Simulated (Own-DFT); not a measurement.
SiC (4H silicon carbide, atoms displaced) (calculated)

A calculation, not a measurement: plane-wave PBE density functional theory by an unreviewed code, no spin, of a simulated periodic cell, stress positive in tension, free energy of the whole cell less one offset for each atom, forces on such cells passed a denser k mesh, this cell's mesh not checked; offsets are fitted by least squares, one for each functional and potential file, so energies compare only between cells with the same atoms and settings and are not formation energies; the far tail of each file's local potential was reset to the Coulomb form; each entry is a single point on an unrelaxed cell, so the pressure reflects the starting lattice, mostly measured values (interpolated for alloys), from which strain is counted, and rises with the displacements; printed positions are rounded, which can move forces by about a meV/angstrom; the program, named Own-DFT, is a retired in-house code; no spin-orbit coupling. Program: Own-DFT development build.

Settings shared by all entries: functional PBE; potential files PseudoDojo norm-conserving, scalar-relativistic, standard set; wave cutoff 42 hartree; occupations Fermi-Dirac; smearing width 0.1 eV; hardware one NVIDIA H100; k mesh 4 x 4 x 3 centred on Gamma.

(1) SiC (4H silicon carbide, atoms displaced)

```
cell vectors (Å)
   9.2481     0.0000     0.0000
  -4.6241     8.0091     0.0000
   0.0000     0.0000    10.0681
atoms (fractions of the cell vectors)
Si  0.00163  0.00829  0.41058
Si  0.12215  0.22678  0.15741
C   0.99443  0.99317  0.09666
C   0.11141  0.22642  0.34184
Si  0.99329  0.32613  0.40602
Si  0.10494  0.55031  0.15444
C   0.00149  0.33171  0.09446
C   0.10924  0.55732  0.33999
Si  0.00404  0.67311  0.40672
Si  0.11448  0.89009  0.15828
C   0.00437  0.67262  0.09580
C   0.11164  0.88799  0.33751
Si  0.33643  0.00377  0.40394
Si  0.44849  0.22246  0.15519
C   0.32422  0.99278  0.09145
C   0.44689  0.22645  0.34553
Si  0.32816  0.33042  0.40191
Si  0.44129  0.55478  0.15036
C   0.33269  0.33593  0.09349
C   0.44190  0.55770  0.34224
Si  0.32843  0.66111  0.40421
Si  0.44318  0.89189  0.15259
C   0.33953  0.66780  0.09266
C   0.44360  0.88322  0.34612
Si  0.66290  0.99964  0.40581
Si  0.78175  0.22543  0.15876
C   0.67123  0.00154  0.08971
C   0.77920  0.22499  0.34519
Si  0.66608  0.32208  0.41057
Si  0.77720  0.55406  0.15909
C   0.66446  0.33025  0.09482
C   0.77531  0.55286  0.34199
Si  0.66340  0.66916  0.41097
Si  0.78163  0.88941  0.15597
C   0.66493  0.66424  0.09233
C   0.77811  0.89112  0.34321
Si  0.99675  0.00377  0.91735
Si  0.88931  0.77960  0.65476
C   0.99748  0.00446  0.59210
C   0.89027  0.77225  0.83948
Si  0.00059  0.66563  0.90906
Si  0.88523  0.44449  0.65580
C   0.00238  0.66675  0.59514
C   0.88787  0.44619  0.84214
Si  0.00089  0.33919  0.90915
Si  0.89205  0.11360  0.65420
C   0.00033  0.33356  0.59382
C   0.88323  0.10682  0.84049
Si  0.66552  0.00504  0.90618
Si  0.55595  0.77689  0.65587
C   0.67070  0.00430  0.59821
C   0.55497  0.77782  0.84383
Si  0.66000  0.66939  0.90445
Si  0.55172  0.44439  0.65654
C   0.67069  0.66955  0.59052
C   0.55615  0.44316  0.84150
Si  0.66639  0.33005  0.90680
Si  0.55456  0.11365  0.65527
C   0.66421  0.33327  0.59978
C   0.55418  0.11295  0.84135
Si  0.33142  0.00072  0.91241
Si  0.22924  0.78146  0.65628
C   0.33116  0.99642  0.58981
C   0.21715  0.77655  0.84765
Si  0.32887  0.66552  0.90370
Si  0.22085  0.44618  0.66311
C   0.33526  0.66936  0.59565
C   0.22174  0.44693  0.84308
Si  0.32826  0.33647  0.90737
Si  0.22079  0.11245  0.65843
C   0.32667  0.33201  0.59370
C   0.21910  0.11375  0.84597
```

Results for SiC (4H silicon carbide, atoms displaced): free energy of cell above offsets -10.472 eV; pressure 3.73 GPa; stress xx -3.31 GPa; stress yy -2.13 GPa; stress zz -5.74 GPa; stress yz 0.3 GPa; stress xz 0.03 GPa; stress xy -0.15 GPa; wall time 367.6 s.

Force:
| element | x (eV/Å) | y (eV/Å) | z (eV/Å) |
| --- | --- | --- | --- |
| Si | 0.38 | -1.366 | -1.668 |
| Si | -2.035 | -1.367 | -0.232 |
| C | 1.333 | 1.77 | 0.581 |
| C | 0.033 | -0.656 | 0.175 |
| Si | 0.706 | 2.266 | 0.34 |
| Si | 0.982 | 1.5 | 0.232 |
| C | 0.069 | 0.026 | 0.009 |
| C | -0.007 | -0.919 | 0.881 |
| Si | -0.491 | -1.285 | -0.308 |
| Si | -1.299 | -0.68 | -0.591 |
| C | -0.366 | -1.457 | -0.388 |
| C | -0.28 | 1.371 | 2.167 |
| Si | -0.277 | -1.052 | -0.144 |
| Si | -0.965 | -0.289 | 0.29 |
| C | 1.218 | 1.882 | 1.111 |
| C | 0.088 | -0.839 | -0.519 |
| Si | 0.515 | 1.462 | 1.145 |
| Si | 0.988 | 0.839 | 1.468 |
| C | 1.196 | -0.497 | -0.259 |
| C | 0.527 | -0.766 | 0.009 |
| Si | -0.16 | 0.297 | 0.378 |
| Si | 1.219 | -0.83 | 0.702 |
| C | -1.884 | -0.095 | -0.56 |
| C | -0.78 | 1.103 | -0.849 |
| Si | 0.837 | -0.333 | 0.485 |
| Si | -0.255 | -0.871 | -0.72 |
| C | -0.764 | 0.352 | 1.112 |
| C | 0.046 | -1.471 | -0.314 |
| Si | -1.402 | 2.78 | -0.067 |
| Si | -0.195 | 0.489 | -0.67 |
| C | 0.788 | 0.409 | -0.342 |
| C | 0.038 | 0.082 | 1.589 |
| Si | 0.737 | -0.545 | -2.137 |
| Si | -1.405 | -0.95 | 0.392 |
| C | 0.155 | 0.229 | 0.049 |
| C | 0.025 | 0.212 | 0.528 |
| Si | 0.406 | -1.195 | -2.969 |
| Si | 0.578 | 0.023 | 0.191 |
| C | 1.217 | -0.56 | 0.481 |
| C | -1.287 | 1.176 | 1.401 |
| Si | -1.007 | 0.16 | -0.448 |
| Si | 0.778 | 0.244 | 0.005 |
| C | -0.135 | 0.482 | -0.5 |
| C | 0.374 | -0.357 | 0.935 |
| Si | -0.221 | -1.38 | -1.118 |
| Si | -0.734 | 0.048 | 0.768 |
| C | -0.362 | 0.333 | -0.011 |
| C | 0.553 | 1.27 | 1.171 |
| Si | 0.401 | -0.761 | -0.798 |
| Si | 0.161 | 0.676 | 0.077 |
| C | -0.659 | -0.452 | -1.143 |
| C | -1.086 | 0.481 | -0.239 |
| Si | 2.28 | -0.697 | 0.031 |
| Si | -0.026 | 0.123 | -0.348 |
| C | -0.686 | -0.543 | 1.231 |
| C | -0.969 | 0.155 | 1.002 |
| Si | -0.511 | 0.815 | -0.382 |
| Si | 0.191 | -0.783 | 0.263 |
| C | -0.026 | -0.012 | -1.265 |
| C | -0.442 | -0.598 | 0.915 |
| Si | -0.26 | 0.021 | -2.247 |
| Si | -1.186 | -0.691 | 0.465 |
| C | -0.228 | 1.21 | 0.663 |
| C | 0.963 | 0.718 | -0.668 |
| Si | 0.605 | 0.923 | 0.622 |
| Si | -0.021 | -0.013 | -2.133 |
| C | 0.184 | -0.716 | -0.412 |
| C | -0.431 | -0.257 | 1.142 |
| Si | 1.519 | -0.375 | -0.753 |
| Si | 0.037 | -0.38 | -0.237 |
| C | 0.609 | 0.367 | -0.201 |
| C | 0.108 | -0.258 | 0.64 |

(2) SiC (4H silicon carbide, atoms displaced)

```
cell vectors (Å)
   9.2481     0.0000     0.0000
  -4.6241     8.0091     0.0000
   0.0000     0.0000    10.0681
atoms (fractions of the cell vectors)
Si  0.00651  0.00499  0.40544
Si  0.11613  0.22537  0.15833
C   0.99597  0.99794  0.10231
C   0.11422  0.21793  0.34743
Si  0.99261  0.32685  0.41084
Si  0.11651  0.56014  0.16077
C   0.00076  0.33799  0.08751
C   0.10779  0.55136  0.34091
Si  0.00012  0.66664  0.40878
Si  0.10878  0.88836  0.15561
C   0.99967  0.66708  0.08928
C   0.11277  0.89368  0.34742
Si  0.33126  0.00377  0.40573
Si  0.44052  0.21620  0.15550
C   0.33012  0.99443  0.09047
C   0.44736  0.22000  0.34103
Si  0.33049  0.33235  0.40873
Si  0.44763  0.54999  0.15977
C   0.33655  0.33599  0.09555
C   0.44198  0.55618  0.34309
Si  0.32756  0.66557  0.40567
Si  0.44329  0.88747  0.15394
C   0.33403  0.66830  0.08942
C   0.44627  0.89345  0.34354
Si  0.66995  0.99916  0.41274
Si  0.77423  0.21960  0.15469
C   0.66343  0.99197  0.09086
C   0.77239  0.21813  0.34059
Si  0.66398  0.33270  0.40740
Si  0.77001  0.55638  0.15778
C   0.66551  0.33538  0.09558
C   0.78147  0.55614  0.34217
Si  0.66066  0.66006  0.41124
Si  0.77419  0.88758  0.15557
C   0.66868  0.67328  0.09151
C   0.77913  0.88748  0.34706
Si  0.99668  0.99286  0.90926
Si  0.89124  0.77798  0.65862
C   0.00735  0.99760  0.59124
C   0.89442  0.77941  0.84248
Si  0.00732  0.67157  0.90112
Si  0.88956  0.44568  0.66009
C   0.00046  0.66675  0.59516
C   0.89088  0.44546  0.84500
Si  0.99936  0.32894  0.90587
Si  0.88584  0.11066  0.65256
C   0.99518  0.33080  0.59545
C   0.88873  0.10668  0.84508
Si  0.66755  0.99938  0.90405
Si  0.55530  0.78443  0.65457
C   0.66128  0.99620  0.59434
C   0.55571  0.77963  0.84165
Si  0.66883  0.66632  0.90462
Si  0.55657  0.44682  0.65352
C   0.66448  0.66468  0.59939
C   0.55627  0.44769  0.84024
Si  0.66876  0.33056  0.90585
Si  0.55835  0.11596  0.66159
C   0.65724  0.33041  0.59541
C   0.55474  0.11081  0.84829
Si  0.33253  0.00242  0.90739
Si  0.22355  0.78174  0.66038
C   0.33614  0.00273  0.59350
C   0.21942  0.77667  0.84478
Si  0.33353  0.66859  0.90598
Si  0.22556  0.44861  0.65645
C   0.33485  0.66938  0.59103
C   0.22372  0.44623  0.84692
Si  0.33655  0.33411  0.90412
Si  0.22272  0.10799  0.65879
C   0.33846  0.33300  0.59093
C   0.22623  0.11622  0.84557
```

Results for SiC (4H silicon carbide, atoms displaced): free energy of cell above offsets -10.957 eV; pressure 3.56 GPa; stress xx -2.05 GPa; stress yy -3.47 GPa; stress zz -5.16 GPa; stress yz -0.01 GPa; stress xz -0.1 GPa; stress xy -0.34 GPa; wall time 356.9 s.

Force:
| element | x (eV/Å) | y (eV/Å) | z (eV/Å) |
| --- | --- | --- | --- |
| Si | -0.704 | -1.683 | 0.311 |
| Si | -1.131 | -0.179 | -0.397 |
| C | 0.453 | 0.668 | -1.533 |
| C | -1.367 | 1.458 | -0.482 |
| Si | 0.447 | 0.436 | -1.435 |
| Si | -0.921 | -0.537 | -2.325 |
| C | 0.418 | -0.732 | 1.987 |
| C | -0.102 | 0.022 | 1.735 |
| Si | 0.103 | 0.4 | -0.634 |
| Si | 0.244 | -0.603 | 0.467 |
| C | -0.249 | -0.038 | 0.882 |
| C | 0.427 | -1.126 | -0.804 |
| Si | 1.213 | -0.514 | 0.157 |
| Si | 0.38 | 0.48 | -0.192 |
| C | -0.285 | 0.697 | 0.599 |
| C | -1.254 | 0.694 | 0.552 |
| Si | 1.115 | 0.128 | -0.833 |
| Si | -1.178 | 1.635 | -1.112 |
| C | 0.2 | -0.979 | -0.615 |
| C | 0.162 | -0.443 | 0.85 |
| Si | 0.517 | 0.817 | -0.528 |
| Si | 0.245 | -0.136 | 0.518 |
| C | 0.584 | -0.571 | 1.298 |
| C | -0.13 | -0.76 | 0.245 |
| Si | -0.884 | -0.305 | -2.06 |
| Si | 0.535 | 0.182 | -0.399 |
| C | -0.481 | 1.414 | 0.075 |
| C | 0.579 | 0.232 | 1.285 |
| Si | 0.558 | -0.121 | -0.495 |
| Si | 1.797 | 0.31 | -0.886 |
| C | -0.154 | -0.615 | -0.56 |
| C | -1.035 | -0.232 | 1.11 |
| Si | 0.696 | 1.136 | -0.544 |
| Si | 0.203 | 0.368 | 1.201 |
| C | -0.019 | -1.369 | 0.171 |
| C | -0.193 | -0.139 | 0.116 |
| Si | 0.221 | 1.468 | 0.327 |
| Si | -0.395 | 0.072 | -0.915 |
| C | -1.654 | 0.416 | 0.621 |
| C | -0.546 | -0.507 | 0.396 |
| Si | -1.141 | -1.398 | 1.533 |
| Si | -0.676 | -0.301 | -0.618 |
| C | 0.185 | -0.216 | 0.133 |
| C | 0.096 | -0.261 | -0.069 |
| Si | 0.063 | 0.637 | -0.367 |
| Si | 1.212 | -0.83 | 0.964 |
| C | 0.45 | 0.556 | 0.019 |
| C | -0.1 | 0.237 | -0.592 |
| Si | -0.054 | -0.275 | 0.479 |
| Si | 0.527 | -1.872 | 0.598 |
| C | 0.389 | 1.736 | 0.441 |
| C | 0.091 | -0.205 | 0.118 |
| Si | -0.415 | 0.321 | -0.265 |
| Si | -0.431 | -0.372 | 0.859 |
| C | 0.115 | 1.044 | -0.849 |
| C | 0.73 | -0.641 | 0.716 |
| Si | -0.786 | 1.166 | 0.471 |
| Si | -0.607 | -0.924 | -0.682 |
| C | 1.885 | 0.809 | -0.309 |
| C | 0.296 | -0.111 | -0.464 |
| Si | 0.181 | -0.445 | -0.297 |
| Si | 0.26 | -0.231 | -1.206 |
| C | 0.133 | -0.252 | 0.597 |
| C | 1.223 | 1.16 | -0.367 |
| Si | 0.305 | -0.23 | -0.094 |
| Si | 0.186 | -0.679 | 0.061 |
| C | -0.542 | -0.137 | 0.576 |
| C | 0.023 | -0.273 | -0.796 |
| Si | -0.383 | 0.755 | 0.594 |
| Si | 0.145 | 0.894 | -0.448 |
| C | -1.272 | -0.034 | 0.976 |
| C | -0.503 | -1.07 | 0.135 |
